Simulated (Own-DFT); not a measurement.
# One host, several defects: 2H SiC

The numbers are computed, not measured, by runs of the plane-wave DFT program Own-DFT (in-house, retired, unreviewed) at fixed positions, with no spin and no spin-orbit coupling.

Common settings: PBE; PseudoDojo norm-conserving scalar-relativistic files; cutoff 42 hartree; 4 x 4 x 3 k mesh centred on Gamma; Fermi-Dirac smearing of 0.1 eV.

Known weak points (not all hold for every row): some atoms lie very close together; not probed for a lower state with spin; forces on such cells moved up to 12 meV/angstrom on a denser k mesh; forces on such cells passed a denser k mesh, each cell not checked; stress not checked against mesh or cutoff.

All runs share one cell, with vectors in Å (9.248, 0.000, 0.000); (-4.624, 8.009, 0.000); (0.000, 0.000, 10.068) and a volume of 745.7 Å³. u is the rms random offset of the atoms per axis. The defect's site can differ from row to row.

```
cell,formula,u (Å),P (GPa)
no defect,C36Si36,0.0292,3.84
no defect,C36Si36,0.0564,6.11
no defect,C36Si36,0.0635,6.82
one Si on a C site,C35Si37,0.0293,10.28
one Si on a C site,C35Si37,0.0304,10.59
one Si on a C site,C35Si37,0.0475,?
one Si on a C site,C35Si37,0.0507,11.27
two Al on a Si site each,Al2C36Si34,0.0283,5.79
two Al on a Si site each,Al2C36Si34,0.0506,7.51
two Al on a Si site each,Al2C36Si34,0.0550,7.54
one C on a Si site and one Si on a C site,C36Si36,0.0305,7.47
one C on a Si site and one Si on a C site,C36Si36,0.0470,8.24
one C on a Si site and one Si on a C site,C36Si36,0.0489,9.15
one C vacancy,C35Si36,0.0282,3.64
one C vacancy,C35Si36,0.0306,3.80
one C vacancy,C35Si36,0.0320,3.84
```

## What the rows give

P = P0 + c u² + a shift for each defect gives P0 = 3.32 GPa, c = 846 ± 82 GPa/Å² and a scatter of 0.28 GPa. The shifts, and each times the cell's volume:

- one Si on a C site: 6.17 ± 0.25 GPa, 28.7 eV
- one C on a Si site and one Si on a C site: 3.41 ± 0.23 GPa, 15.9 eV
- two Al on a Si site each: 1.83 ± 0.23 GPa, 8.5 eV (4.3 eV for each of its 2 sites)
- one C vacancy: -0.33 ± 0.27 GPa, -1.6 eV (not resolved)

Positive is outwards. The product with the volume (160.2 GPa Å³ to the eV) is nearly free of the cell's size; divided by the bulk modulus at the cell's pressure it gives the volume that the defect adds. The atoms around the defects weren't relaxed, which would change these numbers.

## Withheld run

Asked: what pressure belongs in the blank (one Si on a C site, u = 0.0475 Å)?

The fit gives 11.39 ± 0.32 GPa. Computed: 12.48 GPa. The miss is larger than the scatter suggests: chance, or a term that the fit lacks.
